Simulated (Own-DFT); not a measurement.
# One host, several defects: C11b WSi2

Calculated, not measured: single-point runs of Own-DFT, a retired in-house plane-wave DFT program that no person has reviewed, on unrelaxed cells, without spin or spin-orbit coupling.

All runs used: PBE; PseudoDojo norm-conserving scalar-relativistic files; cutoff 50 hartree; 5 x 5 x 5 k mesh centred on Gamma; cold (Marzari-Vanderbilt) smearing of 0.2 eV.

Caveats: forces on such cells failed a check on a denser k mesh; stress not checked against mesh or cutoff.

All runs share one cell, with vectors in Å (-2.148, -5.953, 3.409); (-6.444, 2.976, 1.136); (-2.553, -2.948, -6.757) and a volume of 403.2 Å³. Atoms were moved at random from their sites; u is the rms move along one axis. The defect's site can differ from row to row.

```
              cell  formula   u (Å)  P (GPa)
         no defect  Si20W10  0.0197     4.42
         no defect  Si20W10  0.0211     4.60
         no defect  Si20W10  0.0511     6.25
    one Si vacancy  Si19W10  0.0288     3.22
    one Si vacancy  Si19W10  0.0305        ?
    one Si vacancy  Si19W10  0.0496     4.43
    one Si vacancy  Si19W10  0.0537     5.00
one Si on a W site   Si21W9  0.0339     6.41
one Si on a W site   Si21W9  0.0472     7.62
one Si on a W site   Si21W9  0.0530     7.81
     one W vacancy   Si20W9  0.0335     3.76
     one W vacancy   Si20W9  0.0411     5.00
     one W vacancy   Si20W9  0.0471     4.43
one W on a Si site  Si19W11  0.0300     9.71
one W on a Si site  Si19W11  0.0311     9.99
one W on a Si site  Si19W11  0.0546    11.36
```

## What the rows give

P = P0 + c u² + a shift for each defect gives P0 = 4.19 GPa, c = 788 ± 86 GPa/Å² and a scatter of 0.28 GPa. The shifts, and each times the cell's volume:

- one W on a Si site: 4.90 ± 0.23 GPa, 12.3 eV
- one Si on a W site: 1.47 ± 0.24 GPa, 3.7 eV
- one W vacancy: -1.11 ± 0.23 GPa, -2.8 eV
- one Si vacancy: -1.59 ± 0.24 GPa, -4.0 eV

Positive is outwards. The product with the volume (160.2 GPa Å³ to the eV) is nearly free of the cell's size; divided by the bulk modulus at the cell's pressure it gives the volume that the defect adds. The atoms around the defects weren't relaxed, which would change these numbers.

## Check

Q: what pressure belongs in the blank (one Si vacancy, u = 0.0305 Å)?

The fitted form gives 3.33 ± 0.33 GPa. Computed: 3.43 GPa.
